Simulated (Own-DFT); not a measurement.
# Point defects and the pressure they add: C11b WSi2

Calculated, not measured: single-point runs of Own-DFT, a retired in-house plane-wave DFT program that no person has reviewed, on unrelaxed cells, without spin or spin-orbit coupling.

Method: PBE; PseudoDojo norm-conserving scalar-relativistic files; cutoff 50 hartree; 5 x 5 x 5 k mesh centred on Gamma; cold (Marzari-Vanderbilt) smearing of 0.2 eV.

Caveats: forces on such cells failed a check on a denser k mesh; stress not checked against mesh or cutoff.

All runs share one cell, with vectors in Å (-2.148, -5.953, 3.409); (-6.444, 2.976, 1.136); (-2.553, -2.948, -6.757) and a volume of 403.2 Å³. Atoms were moved at random from their sites; u is the rms move along one axis. The defect's site can differ from row to row.

| cell | formula | u (Å) | P (GPa) |
|---|---|---|---|
| no defect | Si20W10 | 0.0196 | 4.52 |
| no defect | Si20W10 | 0.0494 | 6.19 |
| no defect | Si20W10 | 0.0521 | 5.96 |
| one Si vacancy | Si19W10 | 0.0278 | 3.20 |
| one Si vacancy | Si19W10 | 0.0314 | 3.14 |
| one Si vacancy | Si19W10 | 0.0515 | 5.11 |
| one W vacancy | Si20W9 | 0.0289 | 3.36 |
| one W vacancy | Si20W9 | 0.0471 | 4.64 |
| one W vacancy | Si20W9 | 0.0527 | 5.25 |
| one Si on a W site | Si21W9 | 0.0310 | ? |
| one Si on a W site | Si21W9 | 0.0325 | 6.41 |
| one Si on a W site | Si21W9 | 0.0524 | 7.32 |
| one Si on a W site | Si21W9 | 0.0538 | 7.84 |
| one W on a Si site | Si19W11 | 0.0275 | 9.86 |
| one W on a Si site | Si19W11 | 0.0315 | 10.07 |
| one W on a Si site | Si19W11 | 0.0420 | 11.03 |

## Fit

P = P0 + c u² + a shift for each defect gives P0 = 3.98 GPa, c = 853 ± 79 GPa/Å² and a scatter of 0.25 GPa. The shifts, and each times the cell's volume:

- one W on a Si site: 5.34 ± 0.21 GPa, 13.4 eV
- one Si on a W site: 1.31 ± 0.21 GPa, 3.3 eV
- one W vacancy: -1.23 ± 0.20 GPa, -3.1 eV
- one Si vacancy: -1.42 ± 0.21 GPa, -3.6 eV

Against the defect-free cell, a freed cell would be larger where the shift is positive and smaller where it is negative (160.2 GPa Å³ is 1 eV). The atoms around the defects weren't relaxed, which would change these numbers.

## Test on the hidden row

Question: what pressure belongs in the blank (one Si on a W site, u = 0.0310 Å)?

From the fit: 6.11 ± 0.31 GPa. Computed: 6.14 GPa.
